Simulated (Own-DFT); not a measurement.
Hf₃₆O₇₁ (tetragonal hafnia with one neutral oxygen vacancy, atoms displaced) (calculated)

A calculation, not a measurement: plane-wave PBE and HSE06 DFT by an unreviewed code, no spin, of a simulated cell at Gamma alone, so results move with cell size and shape, stress positive in tension, energies less offsets, not probed for a lower state with spin; hafnium file: forces about 75 meV/angstrom off all-electron values; oxygen file: force components 24 meV/angstrom off all-electron in a glass; k mesh not checked against a denser one; forces and stress are PBE's, HSE06 gives the energy alone, and its difference from PBE has offsets of its own; offsets are fitted by least squares, one for each functional and potential file, so energies compare only between cells with the same atoms and settings and are not formation energies; the far tail of each file's local potential was reset to the Coulomb form; each entry is a single point on an unrelaxed cell, so the pressure reflects the starting lattice, taken from the Materials Project, from which strain is counted, and rises with the displacements; printed positions are rounded, which can move forces by about a meV/angstrom; the program is a retired in-house code; no spin-orbit coupling. Program: Own-DFT development build.

Settings shared by all entries: first functional PBE; second functional HSE06; exact exchange share 0.25; screening 0.11 1/bohr; exchange divergence Gygi-Baldereschi; potential files PseudoDojo norm-conserving, scalar-relativistic, made for PBE, standard set; wave cutoff 48 hartree; occupations fixed; k mesh 1 x 1 x 1 centred on Gamma.

(1) Hf₃₆O₇₁ (tetragonal hafnia with one neutral oxygen vacancy, atoms displaced)

```
Hf36O71
1.0
     10.7800     0.0000     0.0000
      0.0000    10.7800     0.0000
      0.0000     0.0000    10.4493
Hf O Hf O Hf O Hf O Hf O Hf O Hf O Hf O Hf O Hf O Hf O Hf O Hf O Hf O Hf O Hf O Hf O Hf O
2 4 2 4 2 4 2 4 2 4 2 4 2 4 2 4 2 4 2 4 2 4 2 4 2 4 2 4 2 4 2 4 2 4 2 3
Direct
  0.00372 0.00545 0.00158
  0.16855 0.16404 0.24519
  0.00753 0.16393 0.15320
  0.15580 0.00274 0.33964
  0.99646 0.16354 0.39851
  0.16909 0.99820 0.09673
  0.99514 0.99949 0.50209
  0.16349 0.16593 0.74560
  0.00048 0.16594 0.65310
  0.15877 0.00036 0.84317
  0.99415 0.17498 0.90959
  0.15977 0.99917 0.60527
  0.00373 0.33393 0.99705
  0.16675 0.50451 0.24630
  0.99738 0.49864 0.14020
  0.17144 0.33607 0.34241
  0.99786 0.49724 0.40752
  0.16791 0.32963 0.09657
  0.99400 0.33166 0.50269
  0.16478 0.50236 0.75090
  0.00524 0.49591 0.63686
  0.16963 0.33802 0.84612
  0.99727 0.50026 0.90308
  0.16365 0.32059 0.59570
  0.99799 0.67164 0.00473
  0.16477 0.84268 0.24595
  0.99801 0.83605 0.15035
  0.16227 0.65188 0.34990
  0.00929 0.82290 0.40045
  0.16942 0.66613 0.09969
  0.00649 0.67196 0.49836
  0.16358 0.83909 0.75728
  0.99530 0.83134 0.65457
  0.16999 0.66810 0.85021
  0.00578 0.83017 0.91732
  0.17035 0.65066 0.60086
  0.32849 0.01131 0.00805
  0.49345 0.16985 0.24724
  0.33193 0.17275 0.15552
  0.49714 0.01025 0.34524
  0.33778 0.17069 0.39498
  0.49273 0.00697 0.09326
  0.33498 0.00369 0.49764
  0.50443 0.17812 0.75567
  0.32734 0.17117 0.65751
  0.50237 0.00197 0.84159
  0.33009 0.16866 0.89821
  0.50308 0.00009 0.60527
  0.32663 0.33381 0.00259
  0.49013 0.49652 0.24790
  0.33159 0.49590 0.14626
  0.49596 0.32997 0.34777
  0.33736 0.49197 0.40608
  0.49792 0.32746 0.09465
  0.32922 0.33603 0.50194
  0.50239 0.49731 0.74715
  0.33839 0.50248 0.64674
  0.49715 0.33148 0.84965
  0.33386 0.49777 0.90476
  0.50707 0.33809 0.60708
  0.33698 0.66135 0.00660
  0.49655 0.83078 0.24134
  0.32700 0.83742 0.15881
  0.50061 0.66461 0.34452
  0.33620 0.83213 0.40149
  0.50544 0.66091 0.09715
  0.32705 0.66430 0.50138
  0.49456 0.83747 0.74488
  0.33289 0.82721 0.65641
  0.49664 0.67808 0.85616
  0.33117 0.82941 0.89777
  0.49948 0.67089 0.59653
  0.66775 0.99475 0.00638
  0.83732 0.16706 0.24739
  0.67344 0.16363 0.14394
  0.83101 0.99724 0.34253
  0.65963 0.17181 0.40847
  0.83165 0.00105 0.09591
  0.67340 0.99648 0.48803
  0.82742 0.16039 0.74304
  0.66775 0.16833 0.65016
  0.82817 0.99754 0.85077
  0.66699 0.16170 0.90266
  0.83786 0.00229 0.59504
  0.67842 0.33167 0.00437
  0.84231 0.49891 0.25893
  0.67516 0.49647 0.14965
  0.83556 0.33226 0.35476
  0.67519 0.50511 0.39617
  0.82388 0.33055 0.09987
  0.66139 0.33165 0.49669
  0.83052 0.51139 0.75008
  0.66604 0.49748 0.65045
  0.83750 0.33147 0.84297
  0.66025 0.49997 0.89700
  0.82825 0.34383 0.60121
  0.66694 0.66353 0.99453
  0.82953 0.83514 0.24742
  0.67086 0.83478 0.15899
  0.83114 0.66776 0.35006
  0.66698 0.83481 0.39120
  0.83289 0.66466 0.10207
  0.67187 0.66421 0.49646
  0.82674 0.84070 0.74891
  0.66353 0.83210 0.64489
  0.83291 0.67343 0.83876
  0.65870 0.83738 0.88987
```

| Item | Value |
| --- | --- |
| PBE energy of cell above offsets | -96.048 eV |
| HSE06 less PBE above offsets | 0.118 eV |
| PBE pressure | 2.18 GPa |
| PBE stress xx | -2.62 GPa |
| PBE stress yy | -1.72 GPa |
| PBE stress zz | -2.2 GPa |
| PBE stress yz | -0.38 GPa |
| PBE stress xz | -0.63 GPa |
| PBE stress xy | 0 GPa |

Force:
| element | x (eV/Å) | y (eV/Å) | z (eV/Å) |
| --- | --- | --- | --- |
| Hf | -1.221 | -0.334 | -0.508 |
| Hf | -0.261 | 2.193 | 1.769 |
| O | -1.536 | -0.137 | -0.517 |
| O | 0.729 | -0.297 | 1.074 |
| O | -0.141 | -0.108 | 0.582 |
| O | -0.91 | 0.178 | 0.746 |
| Hf | 2.017 | 0.003 | -0.811 |
| Hf | 0.775 | 1.041 | 0.33 |
| O | -1.411 | -0.211 | -0.376 |
| O | -0.386 | 0.97 | 1.627 |
| O | 0.587 | -2.244 | -0.747 |
| O | 0.881 | -0.157 | -1.543 |
| Hf | -0.92 | 1.619 | 0.005 |
| Hf | -1.054 | -1.741 | -0.368 |
| O | 0.717 | -0.23 | 1.651 |
| O | -0.24 | -0.517 | -0.025 |
| O | -0.328 | 0.401 | -1.535 |
| O | -0.91 | -0.061 | 0.127 |
| Hf | -0.381 | 0.639 | 0.286 |
| Hf | 0.031 | 0.795 | -0.35 |
| O | -0.742 | 0.409 | 2.41 |
| O | -0.538 | -0.81 | 0.253 |
| O | 0.032 | 0.767 | -0.8 |
| O | 0.235 | 0.592 | -0.291 |
| Hf | 0.672 | -1.82 | 0.186 |
| Hf | -0.981 | -1.966 | 0.829 |
| O | 0.38 | 0.167 | 0.633 |
| O | 0.749 | 2.566 | 0.436 |
| O | -0.075 | 2.779 | -0.305 |
| O | -0.565 | 0.033 | 0.377 |
| Hf | -0.956 | -2.669 | 1.372 |
| Hf | 1.251 | -1.654 | -0.271 |
| O | 0.283 | -0.487 | -0.082 |
| O | -0.591 | -0.59 | -0.33 |
| O | -0.089 | 1.846 | -1.624 |
| O | -0.828 | 1.258 | -0.379 |
| Hf | 1.927 | -1.377 | -3.431 |
| Hf | 1.825 | 0.443 | -0.135 |
| O | -0.542 | -0.827 | -1.378 |
| O | 0.133 | -2.173 | 0.038 |
| O | -0.76 | -0.976 | 1.074 |
| O | 0.901 | -0.67 | 0.828 |
| Hf | 1.206 | -0.127 | 1.134 |
| Hf | -0.389 | -2.656 | -0.592 |
| O | 1.39 | -0.433 | -0.988 |
| O | -0.578 | 0.644 | 0.683 |
| O | -0.404 | -0.45 | 1.184 |
| O | -0.826 | 0.056 | -2.503 |
| Hf | 1.609 | 0.046 | -1.473 |
| Hf | 2.472 | 0.072 | 0.228 |
| O | -0.051 | 0.375 | 0.562 |
| O | 0.565 | 1.132 | 0.157 |
| O | 0.205 | 1.771 | -1.24 |
| O | 0.363 | 0.316 | 0.432 |
| Hf | 0.076 | -1.131 | 0.663 |
| Hf | -0.281 | 1 | 0.688 |
| O | -0.858 | -0.772 | 0.711 |
| O | -0.008 | 1.463 | 0.296 |
| O | 0.102 | 0.532 | -0.113 |
| O | -1.379 | -0.433 | -0.809 |
| Hf | -0.247 | 0.882 | -2.794 |
| Hf | 0.316 | -0.066 | 2.128 |
| O | 1.353 | -0.246 | -1.028 |
| O | -0.478 | 0.162 | -0.723 |
| O | -0.608 | 0.763 | 0.224 |
| O | -0.515 | 0.639 | 0.864 |
| Hf | 1.861 | -0.03 | 0.473 |
| Hf | 0.68 | 0.119 | 1.064 |
| O | -2.018 | 0.451 | -1.192 |
| O | 0.328 | -2.061 | -0.646 |
| O | -0.582 | 1.559 | 1.738 |
| O | 0.204 | -0.507 | -0.554 |
| Hf | -1.038 | 1.066 | -2.041 |
| Hf | -0.256 | 0.663 | -0.064 |
| O | -0.977 | -0.177 | 1.536 |
| O | 0.11 | 0.745 | 0.891 |
| O | 0.76 | -1.613 | -1.254 |
| O | 1.395 | -0.148 | 0.337 |
| Hf | -2.085 | 0.182 | 1.302 |
| Hf | 0.128 | 1.843 | 1.457 |
| O | 0.004 | -0.05 | -0.135 |
| O | 0.935 | 0.591 | -0.211 |
| O | 0.11 | 0.504 | -0.168 |
| O | -1.465 | -0.053 | 0.403 |
| Hf | -3.08 | -0.113 | -1.666 |
| Hf | -1.361 | 0.331 | -0.551 |
| O | -1.219 | 0.042 | 0.29 |
| O | 0.032 | -0.753 | -0.938 |
| O | -0.647 | -1.296 | 0.644 |
| O | 4.455 | -0.509 | 1.392 |
| Hf | 1.226 | 1.627 | 0.859 |
| Hf | 0.899 | -2.721 | -1.319 |
| O | 0.26 | 1.418 | -0.045 |
| O | -0.667 | 0.328 | 0.368 |
| O | 0.679 | 0.297 | 0.189 |
| O | 0.319 | -1.043 | -0.797 |
| Hf | -0.299 | -0.051 | -0.331 |
| Hf | 0.972 | -1.499 | 0.344 |
| O | -1.867 | 0.405 | -2.176 |
| O | 0.516 | 0.577 | 0.151 |
| O | -0.188 | -0.218 | 0.774 |
| O | -0.116 | 0.695 | -0.779 |
| Hf | -0.467 | 0.406 | 0.546 |
| Hf | -1.012 | -0.95 | -0.669 |
| O | 1.556 | 0.122 | -0.367 |
| O | -0.077 | 0.351 | 0.804 |
| O | 1.201 | -0.715 | 1.82 |

(2) Hf₃₆O₇₁ (tetragonal hafnia with one neutral oxygen vacancy, atoms displaced)

```
Hf36O71
1.0
     10.7800     0.0000     0.0000
      0.0000    10.7800     0.0000
      0.0000     0.0000    10.4493
Hf O Hf O Hf O Hf O Hf O Hf O Hf O Hf O Hf O Hf O Hf O Hf O Hf O Hf O Hf O Hf O Hf O Hf O
2 4 2 4 2 4 2 4 2 4 2 4 2 4 2 4 2 4 2 4 2 4 2 3 2 4 2 4 2 4 2 4 2 4 2 4
Direct
  0.00171 0.99933 0.00126
  0.16686 0.15906 0.24760
  0.00183 0.16070 0.14534
  0.16925 0.00137 0.34593
  0.99526 0.16659 0.40394
  0.16896 0.99979 0.09573
  0.99998 0.99829 0.50582
  0.16505 0.16919 0.75321
  0.99845 0.16222 0.64671
  0.16619 0.99851 0.84589
  0.99757 0.16570 0.90253
  0.16858 0.00188 0.59364
  0.00566 0.33177 0.00286
  0.16814 0.50593 0.25100
  0.00159 0.49533 0.15705
  0.16467 0.33283 0.34532
  0.99646 0.50353 0.40463
  0.16709 0.33595 0.09397
  0.99639 0.33505 0.49965
  0.16622 0.50237 0.75070
  0.99516 0.49867 0.65348
  0.16665 0.33444 0.84114
  0.00281 0.50198 0.90041
  0.16915 0.33602 0.59593
  0.99671 0.66478 0.99728
  0.16965 0.83493 0.25080
  0.99962 0.83686 0.15037
  0.16045 0.66698 0.34907
  0.99579 0.83550 0.39910
  0.15968 0.66474 0.09185
  0.99795 0.66958 0.49794
  0.16402 0.83386 0.75156
  0.99544 0.83274 0.65301
  0.16512 0.66474 0.84899
  0.99662 0.83256 0.90774
  0.17372 0.66199 0.59694
  0.33409 0.00134 0.99673
  0.49854 0.16312 0.24698
  0.33262 0.16693 0.15472
  0.49782 0.00143 0.35197
  0.33573 0.16638 0.40428
  0.49585 0.00185 0.09612
  0.33447 0.99992 0.49821
  0.50344 0.16387 0.75107
  0.33135 0.16576 0.65283
  0.50158 0.00404 0.84205
  0.33494 0.16437 0.90541
  0.50128 0.99715 0.59889
  0.33645 0.33221 0.99971
  0.49848 0.50314 0.25315
  0.32944 0.49716 0.15495
  0.49439 0.33306 0.35020
  0.33390 0.50186 0.39762
  0.50112 0.33490 0.09471
  0.33224 0.33480 0.50302
  0.49208 0.50587 0.75217
  0.33754 0.49931 0.65221
  0.49923 0.33340 0.85303
  0.33221 0.49622 0.90283
  0.49699 0.33282 0.60151
  0.33776 0.66427 0.00045
  0.50159 0.83159 0.25200
  0.32945 0.83477 0.15691
  0.50130 0.66794 0.34625
  0.33046 0.83619 0.40020
  0.50268 0.66410 0.10103
  0.33019 0.66764 0.50312
  0.49719 0.83281 0.75060
  0.50072 0.66655 0.84534
  0.33445 0.83227 0.90139
  0.49596 0.66576 0.59315
  0.66939 0.99832 0.00033
  0.83590 0.16273 0.25451
  0.66766 0.16646 0.15076
  0.83384 0.99866 0.34600
  0.66471 0.16410 0.39898
  0.83203 0.99992 0.09843
  0.66934 0.99778 0.50262
  0.82765 0.16719 0.75180
  0.66460 0.16675 0.65135
  0.83402 0.00152 0.85027
  0.67055 0.16296 0.90464
  0.83535 0.99619 0.59951
  0.66756 0.34109 0.00309
  0.82827 0.49737 0.24805
  0.66546 0.50552 0.15252
  0.83285 0.32855 0.35108
  0.67023 0.49346 0.40377
  0.83052 0.33271 0.09475
  0.66452 0.33432 0.50230
  0.83609 0.49840 0.75172
  0.67036 0.50524 0.65327
  0.83071 0.33646 0.84563
  0.66483 0.50300 0.89776
  0.82909 0.33281 0.59237
  0.67150 0.66409 0.99722
  0.83370 0.83397 0.25018
  0.66463 0.83094 0.14834
  0.83236 0.66374 0.34570
  0.66695 0.83861 0.40630
  0.83417 0.66921 0.09579
  0.66743 0.66538 0.50136
  0.83399 0.82625 0.74599
  0.66556 0.82547 0.65456
  0.83272 0.66829 0.84566
  0.66463 0.83858 0.90377
  0.83734 0.66923 0.59612
```

| Property | Result |
| --- | --- |
| PBE energy of cell above offsets | -100.717 eV |
| HSE06 less PBE above offsets | -0.138 eV |
| PBE pressure | 1.26 GPa |
| PBE stress xx | -1 GPa |
| PBE stress yy | -0.72 GPa |
| PBE stress zz | -2.06 GPa |
| PBE stress yz | 0.06 GPa |
| PBE stress xz | -0.12 GPa |
| PBE stress xy | 0.01 GPa |

Force:
| element | x (eV/Å) | y (eV/Å) | z (eV/Å) |
| --- | --- | --- | --- |
| Hf | -0.944 | 0.036 | 0.03 |
| Hf | -0.072 | 1.727 | 0.425 |
| O | -0.156 | 0.427 | 0.763 |
| O | -0.272 | -0.576 | 0.233 |
| O | 0.21 | -0.55 | -0.301 |
| O | 0.183 | 0.042 | 0.092 |
| Hf | -0.026 | 0.973 | -0.754 |
| Hf | -0.054 | -0.512 | -1.282 |
| O | 0.13 | 0.433 | 1.038 |
| O | -0.087 | 0.03 | 0.033 |
| O | 0.481 | 0.592 | -0.291 |
| O | -0.216 | -1.01 | 0.513 |
| Hf | -0.799 | 0.139 | -0.16 |
| Hf | -0.681 | -1.419 | 0.288 |
| O | -0.95 | 0.049 | -0.366 |
| O | -0.119 | -0.038 | -0.27 |
| O | -0.012 | -0.331 | 0.27 |
| O | 0.343 | -0.373 | -0.23 |
| Hf | 0.604 | -0.235 | -0.514 |
| Hf | -0.289 | -0.325 | -0.564 |
| O | 1.169 | 0.068 | -0.132 |
| O | -0.124 | -0.023 | 0.771 |
| O | -0.261 | -0.776 | 0.14 |
| O | -1.037 | 0.127 | 0.26 |
| Hf | 0.565 | 0.426 | 0.435 |
| Hf | -1.189 | -0.163 | -0.122 |
| O | 0.153 | 0.027 | 0.632 |
| O | 0.351 | 0.757 | -0.044 |
| O | 0.141 | -0.274 | 0.522 |
| O | 1.571 | 0.026 | 0.548 |
| Hf | 0.536 | -0.456 | -0.53 |
| Hf | 0.722 | -0.166 | -0.061 |
| O | 1.743 | -0.131 | -0.268 |
| O | 0.221 | 0.764 | -0.602 |
| O | 0.236 | -0.165 | -0.903 |
| O | -1.899 | 0.519 | 0.706 |
| Hf | -0.007 | -0.342 | 0.448 |
| Hf | 0.803 | 0.523 | 0.851 |
| O | -0.157 | 0.122 | -0.469 |
| O | 0.046 | -0.781 | -0.748 |
| O | -0.312 | 0.137 | 0.027 |
| O | 0.461 | -0.186 | 0.099 |
| Hf | 0.443 | 0.891 | 0.234 |
| Hf | -0.908 | 1.448 | -0.334 |
| O | 0.23 | 0.012 | 0.553 |
| O | -0.364 | -1.426 | 0.662 |
| O | -0.439 | 0.528 | -0.319 |
| O | -0.236 | -0.547 | 0.046 |
| Hf | 0.141 | -0.339 | 0.32 |
| Hf | -0.645 | -1.173 | 0.04 |
| O | 1.069 | 0.563 | -0.669 |
| O | 0.439 | 0.245 | -0.673 |
| O | -0.089 | 0.352 | 0.72 |
| O | -0.136 | 0.186 | 0.721 |
| Hf | 0.443 | -0.621 | -0.998 |
| Hf | 1.804 | -1.938 | -0.343 |
| O | -1.301 | 0.166 | -0.154 |
| O | 0.01 | 0.097 | -0.648 |
| O | 0.177 | 1.073 | -0.201 |
| O | 0.631 | 0.177 | -0.107 |
| Hf | -0.935 | 0.147 | 0.404 |
| Hf | -0.092 | 0.963 | -0.323 |
| O | 1.179 | -0.638 | -0.648 |
| O | 0.42 | 0.031 | 0.428 |
| O | 0.01 | -1.024 | 0.819 |
| O | -0.7 | 0.061 | -0.719 |
| Hf | 0.723 | 0.002 | -1.202 |
| Hf | -0.17 | 0.827 | -0.42 |
| O | -0.396 | 0.523 | 0.69 |
| O | 0.147 | -0.196 | -0.14 |
| O | 0.41 | 0.392 | 0.494 |
| Hf | 0.081 | 0.774 | 0.361 |
| Hf | -0.581 | 0.349 | -0.673 |
| O | -0.226 | 0.008 | 0.517 |
| O | -0.113 | -0.161 | 0.455 |
| O | 0.209 | 0.069 | 0.713 |
| O | 0.318 | -0.232 | 0.202 |
| Hf | -0.456 | 1.237 | -0.309 |
| Hf | 0.699 | -0.404 | 0.339 |
| O | 0.422 | -0.183 | -0.005 |
| O | 0.032 | -0.614 | -0.694 |
| O | -0.156 | 1.208 | -0.428 |
| O | -0.771 | 0.024 | 0.045 |
| Hf | -0.413 | -1.534 | -0.919 |
| Hf | 1.33 | -0.591 | 0.741 |
| O | 0.01 | -0.333 | -0.396 |
| O | 0.154 | 0.807 | -0.801 |
| O | -0.332 | 1.374 | -0.429 |
| O | 0.937 | 0.445 | 0.421 |
| Hf | -0.707 | -1.13 | -0.374 |
| Hf | -0.828 | -0.03 | -0.364 |
| O | -0.856 | 0.183 | -0.131 |
| O | 0.041 | -0.475 | 0.045 |
| O | 0.221 | -0.095 | 0.718 |
| O | 0.511 | -0.029 | 0.939 |
| Hf | -0.494 | 1.151 | 0.279 |
| Hf | 0.276 | 0.025 | -0.566 |
| O | 0.117 | 0.137 | 0.884 |
| O | -0.389 | 0.521 | 0.079 |
| O | -0.045 | -1.377 | -0.536 |
| O | -0.196 | -0.427 | 0.144 |
| Hf | 0.129 | -0.17 | 0.117 |
| Hf | -0.82 | 1.741 | 0.891 |
| O | -0.07 | -0.059 | -0.132 |
| O | -0.136 | -0.744 | 0.462 |
| O | -0.069 | -1.539 | -0.342 |
| O | -0.707 | 0.179 | 0.002 |
